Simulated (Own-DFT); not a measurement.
Simulation results for Si$_{3}$N$_{4}$ (beta silicon nitride, atoms displaced)

All values are calculated (Own-DFT development build). A calculation, not a measurement: plane-wave PBE density functional theory by an unreviewed code, no spin, of a simulated periodic cell, stress positive in tension, free energy of the whole cell less one offset for each atom, some atoms lie very close together; forces on such cells moved up to 12 meV/angstrom on a denser k mesh; offsets are fitted by least squares, one for each functional and potential file, so energies compare only between cells with the same atoms and settings and are not formation energies; the far tail of each file's local potential was reset to the Coulomb form; each entry is a single point on an unrelaxed cell, so the pressure reflects the starting lattice, mostly measured values (interpolated for alloys), from which strain is counted, and rises with the displacements; printed positions are rounded, which can move forces by about a meV/angstrom; the program, named Own-DFT, is a retired in-house code; no spin-orbit coupling; before rounding, a Quantum ESPRESSO 7.3.1 run of the same cell and cutoff gave forces within 1 meV/angstrom rms on each cell, which checks the program and not the settings.

Settings shared by all entries: functional PBE; potential files PseudoDojo norm-conserving, scalar-relativistic, standard set; wave cutoff 42 hartree; occupations Fermi-Dirac; smearing width 0.1 eV; k mesh 2 x 2 x 4 centred on Gamma.

(1) 
```xyz
112
Lattice="15.2120 0.0000 0.0000 -7.6060 13.1740 0.0000 0.0000 0.0000 5.8180" Properties=species:S:1:pos:R:3:force_x:R:1:force_y:R:1:force_z:R:1 formula=Si3N4 free_energy_of_cell_above_offsets=113.015 pressure=34.89 stress_xx=-28.15 stress_yy=-31.56 stress_zz=-44.97 stress_yz=1.43 stress_xz=-1.92 stress_xy=-1.03
Si    -1.6048     5.3464     1.0207      4.521     -13.23     -6.632
Si     0.4064     2.4411     0.7457     -17.46      8.413     -12.46
Si     1.6033     5.7666     0.8365     -4.804     -4.937      4.178
Si     5.5834     1.3464     2.0828     -7.186        0.5     -1.857
Si     3.7478     4.0412     2.3613     -1.846      -3.69     -10.14
Si     2.1707     1.1647     2.1949      8.468     -4.285     -1.173
N      2.4113     0.1234     0.4402     -1.909     -7.279      12.88
N      6.2245     1.9909     0.7216      3.133      1.374     -2.719
N      2.6520     4.6480     0.8888      8.952     -7.588      0.683
N      1.6325     6.3543     2.3905     -1.271      4.867     -2.601
N     -2.4946     4.7289     2.1200     -3.825     -1.764        5.9
N      1.0439     2.3018     1.9650      6.503      -2.74       20.3
N      0.1628     4.2971     0.5342     -2.917      2.692      2.324
N      3.6266     2.1022     2.2552      3.584      0.612     -0.687
Si    -1.7406     5.2747     3.6291      1.129     -8.026      2.536
Si     0.2884     2.6173     3.5486     -2.824      3.397      2.106
Si     1.5141     5.4923     3.6951     -2.039     -6.614      2.553
Si     5.5068     1.7358     4.8027     -8.243      2.345      12.93
Si     3.4637     3.7991     5.0333     -0.355     -1.129      8.148
Si     2.2790     0.9955     5.0945      2.604      6.974     -8.854
N     -5.0411    12.9613     3.3731     -1.865      19.95      -4.66
N      6.0442     2.0307     3.4669       8.43      3.406     -5.924
N      2.8542     4.0742     3.6091     -7.218      5.265      2.121
N      1.5561     6.1488     5.1905     -0.619      7.176      -7.05
N     12.4794     4.2617     5.1075      34.36      6.881     -1.306
N      1.1049     2.2765     5.2032      1.725     -2.918     -10.05
N     -0.1072     4.3913     3.5166      0.905      0.398      0.368
N      3.6244     2.0957     5.1705      2.803      1.089     -1.093
Si    -5.8005    11.5825     0.7858      5.961      3.479      4.633
Si    -3.4189     9.4522     0.8633     -5.652     -4.757      -1.48
Si    -2.3429    12.0115     0.8580     -2.019     -4.562     -7.611
Si     1.5888     8.0942     2.3932      3.334      2.364     -1.081
Si    -0.3943    10.6833     2.2584      14.38     -6.748      3.843
Si    -1.4036     7.8455     2.3085      13.32     -2.472      -4.27
N     -1.1982     6.7405     0.7449      0.176      10.75      -0.54
N      2.7120     8.3352     0.7847     -2.115       0.12      0.247
N     -0.8959    10.8266     0.9407     -9.348       5.05     -14.72
N     -2.3754    12.8301     2.1527      1.805      4.351      7.351
N      8.6892    10.9512     2.0724      21.44       6.08      1.984
N     -2.6137     8.6608     2.1338     -8.557       6.11      0.231
N     -3.8009    10.9478     0.8367      0.603      6.773      1.127
N      0.1434     8.9340     2.2379     -4.169     -3.036      0.696
Si    -5.1014    11.6406     3.8536     -12.98     -10.37      4.563
Si    -3.5803     9.2601     3.3350     -0.095      2.381      6.327
Si    -2.3155    12.1922     3.8192     -2.243     -1.428      0.908
Si     1.7875     8.0163     5.1456     -6.592     -0.412      7.335
Si    -0.4782    10.6762     5.0226       9.65     -7.965      22.67
Si    -1.8712     7.5438     5.1205      6.223      0.924      1.502
N     -1.3770     6.8596     3.5605     -1.116     -0.197      4.267
N      2.5268     8.3310     3.8718      4.147      2.749      -7.89
N     -0.7550    10.8501     3.6951     -10.92      6.669     -13.03
N      5.1913     0.2380     5.1379       0.28     -10.79      -0.06
N     -5.9643    11.0967     5.1892     -5.107     -3.183     -7.598
N     -2.8474     8.7996     5.3611      1.802      -1.23     -7.551
N     -3.8507    10.8981     3.8015      14.28     -5.509     -1.967
N      0.2071     8.8826     5.2759     -2.567     -1.766     -1.146
Si     6.2258     4.9711     0.7656     -9.776      4.451     -2.443
Si     7.8348     2.7261     0.7507      1.848     -7.644      0.156
Si     8.9743     5.3173     0.5797      3.469      1.387      5.858
Si    12.8191     1.5351     2.2791      3.028      0.975     -4.215
Si    11.2694     3.8203     2.1743     -4.045      5.214      -0.63
Si     9.8864     1.3853     1.9007      14.98      -17.2     -1.771
N      2.3933    13.0331     0.5748      1.741      15.07      4.078
N     13.8314     2.0235     0.7753      0.898     -1.547      0.009
N     10.4332     4.2276     0.5939     -5.338      2.331      7.151
N      9.0929     6.3513     2.0413     -0.509     -0.083      2.624
N      5.2451     4.7244     2.1004     -1.435     -2.003      0.267
N      8.7987     2.1101     2.3035     -20.47      11.37      3.141
N      7.5788     4.2302     0.9111      4.709      5.506     -1.214
N     11.2182     2.2125     2.0928      6.236     -0.741      1.377
Si     6.0443     4.8645     3.4783      2.378      4.441      6.365
Si     7.9818     2.3603     3.8710     -1.346      4.291     -5.216
Si     8.9694     5.4541     3.8348     -7.355     -3.517     -16.83
Si    13.1915     1.4307     4.9449     -9.668      6.991      25.03
Si    11.1717     4.2347     5.0438     -26.71     -5.625     -4.566
Si    10.1455     0.9244     5.2187      3.585      4.552     -7.859
N      9.9855     0.1772     3.5274     -0.196      0.265       0.09
N     13.7408     1.7409     3.7462      12.99      8.284     -22.16
N     10.1532     4.5100     3.7268       9.93     -6.598     -3.443
N      9.2651     6.2628     4.9886     -0.039      9.835      11.37
N      4.8906     4.5909     5.3445      6.617      1.128     -2.359
N      8.9862     2.2999     5.1371     -2.232     -1.439      4.335
N      7.7198     4.2872     3.5843     -3.232     -1.799      1.865
N     11.5008     2.1134     5.1798     -1.595     -0.918      -1.03
Si     2.1896    11.6116     0.5716     -4.176      -15.1      2.788
Si     3.9550     9.5039     0.4260      1.374     -14.06      4.074
Si     4.8899    11.9496     0.6785      20.43      21.59     -0.204
Si     9.2389     8.1669     2.5932     -15.39     -6.907     -21.85
Si     7.3337    10.6544     2.1288     -14.23     -10.01       9.42
Si     6.0186     7.6132     2.1666     -0.737      19.04      16.03
N      6.1278     6.8545     1.0383      2.575     -14.64     -22.62
N     10.1246     8.5441     0.7023      0.916      0.234      2.041
N      6.8687    11.2752     0.7949     -9.832      7.639      2.546
N      5.4057    13.0256     2.1833     -2.488      0.871     -7.164
N      1.6259    10.8501     2.0837     -1.917      2.816      -0.11
N      4.7923     8.8922     2.3337      0.889     -0.752      -3.71
N      3.9976    10.9556     0.7198     -17.28     -7.199      1.396
N      7.6180     8.8015     2.2257      -1.01     -0.688      0.712
Si     2.2828    11.5985     3.4927     -3.738      0.625      0.856
Si     4.0674     9.2654     3.8530     -10.81      3.078     -20.21
Si     5.1137    12.4253     3.5787      0.292     -11.79      1.644
Si     9.2776     8.0588     5.1179      0.043      2.785      3.708
Si     7.1555    10.6298     5.3454      5.261      -6.64     -16.49
Si     6.4422     7.7488     5.3666     -11.95     -7.167     -3.595
N      6.1611     6.9240     3.5459      1.159     -7.354      9.633
N     10.1311     8.6192     3.5560      9.846      3.495      14.24
N      6.5568    11.1244     3.5825     -1.297      1.734      4.178
N     12.7064     0.0272     4.9366     -3.112     -11.86      6.864
N      1.1821    11.1257     5.1559      3.014      2.289     -2.667
N      4.8976     8.9236     4.8903      12.96     -5.466      19.59
N      3.7181    10.8905     3.6768       2.97       3.31      1.277
N      7.5109     8.7210     5.2331      11.13      8.622     -0.938
```

Units: free_energy_of_cell_above_offsets in eV; pressure, stress_xx, stress_yy, stress_zz, stress_yz, stress_xz, stress_xy in GPa; force_x, force_y, force_z in eV/Å.

(2) 
```xyz
112
Lattice="15.2120 0.0000 0.0000 -7.6060 13.1740 0.0000 0.0000 0.0000 5.8180" Properties=species:S:1:pos:R:3:force_x:R:1:force_y:R:1:force_z:R:1 formula=Si3N4 free_energy_of_cell_above_offsets=87.579 pressure=28.25 stress_xx=-24.79 stress_yy=-31.51 stress_zz=-28.43 stress_yz=4.13 stress_xz=3.32 stress_xy=-5.16
Si    -1.5576     5.3161     0.8010     -4.734     -13.87      -1.74
Si     0.0979     2.7151     0.9208      2.656      -5.39     -3.227
Si     1.4021     5.6161     0.9802      1.181     -6.573     -6.979
Si     5.1051     1.4319     2.1706      3.042      4.654     -0.857
Si     3.7634     3.9815     2.1152     -0.495     -3.401      3.094
Si     2.2959     0.9263     2.1017      0.606      4.456      0.094
N      2.6985     0.0792     0.6693     -2.375      0.381      0.752
N      6.2955     1.9655     0.7368      -4.97     -4.217     -0.301
N      3.0362     4.2297     0.7583     -6.474      5.308      -4.17
N      1.3046     6.4924     2.3190      1.633      1.438      2.309
N     -2.4308     4.4211     2.0403      1.549      2.932      2.779
N      1.2444     2.5011     2.0865     -2.014     -3.218      3.422
N     -0.1650     4.1669     0.5454      0.013      12.21      0.117
N      3.5496     2.1248     2.0319      4.491     -0.677      1.567
Si    -1.3987     5.0920     3.6875     -22.13      4.527      1.829
Si     0.3366     2.8697     3.6096       -1.6     -3.113      2.054
Si     1.5224     5.4926     3.6984      -1.03     -11.08      -14.3
Si     5.5629     1.3136     4.8637     -3.921      3.474      8.296
Si     3.4578     3.8288     4.9376      5.153     -3.481      11.01
Si     2.3591     1.2233     5.1113      3.248     -4.894     -0.596
N      2.2960     0.0575     3.5544      0.501      11.63     -1.136
N      6.2446     2.0438     3.6559      1.221      0.621     -7.255
N      2.8767     4.1434     3.6208     -7.772      6.184      -10.6
N      1.5298     6.1360     4.9388      0.766       11.9      18.59
N     -2.6057     4.5850     5.1658       5.87      3.345     -1.665
N      1.2208     2.2804     5.1824     -7.143      3.658     -1.001
N     -0.1531     4.5184     3.5216      21.18     -7.813     -1.563
N      3.6722     2.1497     5.1355      5.942     -0.505      -1.88
Si    -5.4247    11.6199     0.9389       12.7      3.715     -20.08
Si    -3.0123     9.4023     0.9036     -6.766      6.806     -13.11
Si    -2.5010    12.0926     1.1180     -0.109     -3.688     -8.375
Si     1.6664     8.2352     2.4505     -4.099     -1.952     -2.913
Si    -0.0592    10.6136     2.3102      -17.3     -12.15      2.345
Si    -1.5272     7.9267     2.2120      10.13     -5.974      3.837
N     -1.2086     6.7882     0.9310     -0.205       9.37     -1.615
N      2.3002     8.6499     1.0450      3.726      0.369     -8.616
N     -1.0546    10.8519     0.8424     -2.557     -0.553     -0.093
N     -2.3397    12.9365     2.4705      0.322      4.814     -4.817
N     -6.1965    11.2401     1.9881     -14.55     -7.888      20.56
N     -2.8857     8.6895     2.1931      0.589     -3.337      6.983
N     -3.7532    10.9150     0.7976      0.957      2.131      1.945
N      0.0952     8.8215     2.2447     -4.034      1.621      0.863
Si    -5.3856    11.8034     3.9084      5.715     -7.586     -8.495
Si    -3.7268     9.2442     3.4698      1.965      5.213      5.605
Si    -2.4936    12.1305     3.7636          3     -5.337      6.914
Si     1.6628     8.1075     5.0605      0.837     -2.337      5.353
Si    -0.1971    10.4391     5.0654      2.099     -0.185      4.012
Si    -1.6300     7.7455     5.1377      5.834     -3.148     -1.386
N     -1.3845     6.7734     3.7348     -1.292      2.642     -1.355
N      2.5362     8.7956     3.7507     -20.62     -6.874      5.481
N     -0.8702    11.2778     3.8431     -1.819     -1.191     -3.039
N     -2.5951    12.9605     5.2007      1.651     -0.402      2.239
N     -6.1228    11.3386     5.0678     -8.338     -5.679      9.561
N     -2.9336     8.6824     4.9570      0.224      1.116      2.522
N     -3.6658    11.0302     3.9013     -4.611     -4.352     -2.525
N      0.1247     8.5451     4.9681     -5.172      4.138      0.699
Si     5.8856     5.3372     0.6799     -1.308     -14.13     -1.847
Si     7.6471     2.8192     0.6490      1.849     -0.806     -3.159
Si     8.9996     5.4400     0.7988     -0.803      0.932     -0.931
Si    12.9388     1.3424     2.2205       2.34      5.704      2.326
Si    11.1091     3.9701     2.2255      3.687      3.223      -3.45
Si    10.0211     1.1902     2.2608       3.28      -2.02     -4.577
N     10.2076     0.2219     0.6301     -0.994      4.405      2.376
N     13.9510     1.7930     0.5609      1.638     -0.849      8.236
N     10.5292     4.7197     0.5681     -5.429      1.238      9.322
N      9.3037     6.2901     2.2376     -2.069      5.277     -1.686
N      5.2487     4.6898     2.0153     -0.901     -1.386      5.541
N      8.7615     2.2445     1.8856      1.484     -0.596     -6.492
N      7.3282     4.4084     0.8881      5.075       2.65     -1.952
N     11.2962     2.3745     1.8940      1.559      -6.63        2.6
Si     6.1566     4.7464     3.6995     -3.057      2.254     -3.642
Si     8.0497     2.3911     3.1944     -9.379      5.906       7.47
Si     9.0252     5.4886     3.6641     -3.241      0.539     -0.244
Si    12.7895     1.4964     5.4282     -0.655     -1.688       -9.6
Si    11.0584     3.9896     5.1929      4.061     -3.559     -9.158
Si     9.9673     1.2381     4.8280      -0.32     -2.196      3.409
N      2.4533    12.8905     3.8796      5.678      52.86      0.973
N     13.8503     2.0174     3.8275     -0.659     -1.128     -2.976
N     10.2484     4.5183     3.4559      4.538      -4.61        4.9
N      9.1353     6.3777     5.0808     -1.016      1.828      0.878
N      4.9814     4.5481     4.8407      3.637      1.959      2.983
N      8.4290     2.2136     4.7103      4.886      -2.42       6.72
N      7.7205     4.4244     3.4953      0.475     -2.138      0.586
N     11.3182     2.2370     5.2066     -2.413      1.131     -1.891
Si     2.0948    11.8634     0.7266      6.217     -0.835      10.95
Si     3.9831     9.3901     0.3505      0.004      0.373       8.51
Si     5.3794    12.0840     0.8848     -6.789     -1.803     -7.014
Si     9.3655     8.2493     2.2590     -6.908     -5.962     -9.746
Si     7.3090    10.3188     2.1569      1.164      1.299     -1.982
Si     6.4033     7.7461     2.2992     -33.04     -19.24     -9.818
N      5.9654     6.7741     0.5441      2.256      10.52       2.79
N     10.1562     8.6899     0.9289      0.575      0.084     -4.627
N      6.6184    11.1129     0.7572      3.996      -4.06     -2.396
N      5.2591    12.8145     2.2896     -0.037      9.037     -5.041
N      1.0256    11.4247     2.1249      20.83      12.41     -1.486
N      4.8932     8.8455     2.1810     -0.148     -1.597     -1.793
N      3.8585    10.9521     1.1187     -1.398      1.696     -3.256
N      7.3625     8.5566     2.3667      35.18      28.44      -0.22
Si     2.2836    11.6801     3.7835     -5.495     -44.97     -4.132
Si     3.8223     9.1612     3.4617      26.89      8.934      -3.63
Si     5.2825    12.0151     3.5504     -3.326      -1.45      10.29
Si     9.3579     8.1275     4.8434     -6.812     -2.654      15.11
Si     7.2164    10.4048     4.8325      4.666     -1.478      8.418
Si     6.2051     7.4451     4.9303      0.534      7.145      1.537
N      6.1411     6.8674     3.4775     -0.909     -10.25       4.46
N     10.0709     8.4328     3.5758      6.525      3.813     -0.298
N      6.4880    10.9572     3.5594      2.749     -0.955     -3.006
N      4.9396    12.9504     5.0195      2.675      0.255      3.041
N      1.4051    11.4373     5.3262      -7.29     -7.606      -11.1
N      4.8984     8.6870     5.0378     -0.903     -0.048      -3.36
N      3.9707    11.0346     3.6792     -5.627     -5.165      0.404
N      7.6684     8.7106     5.0441     -0.197      0.536     -0.459
```

Units: free_energy_of_cell_above_offsets in eV; pressure, stress_xx, stress_yy, stress_zz, stress_yz, stress_xz, stress_xy in GPa; force_x, force_y, force_z in eV/Å.
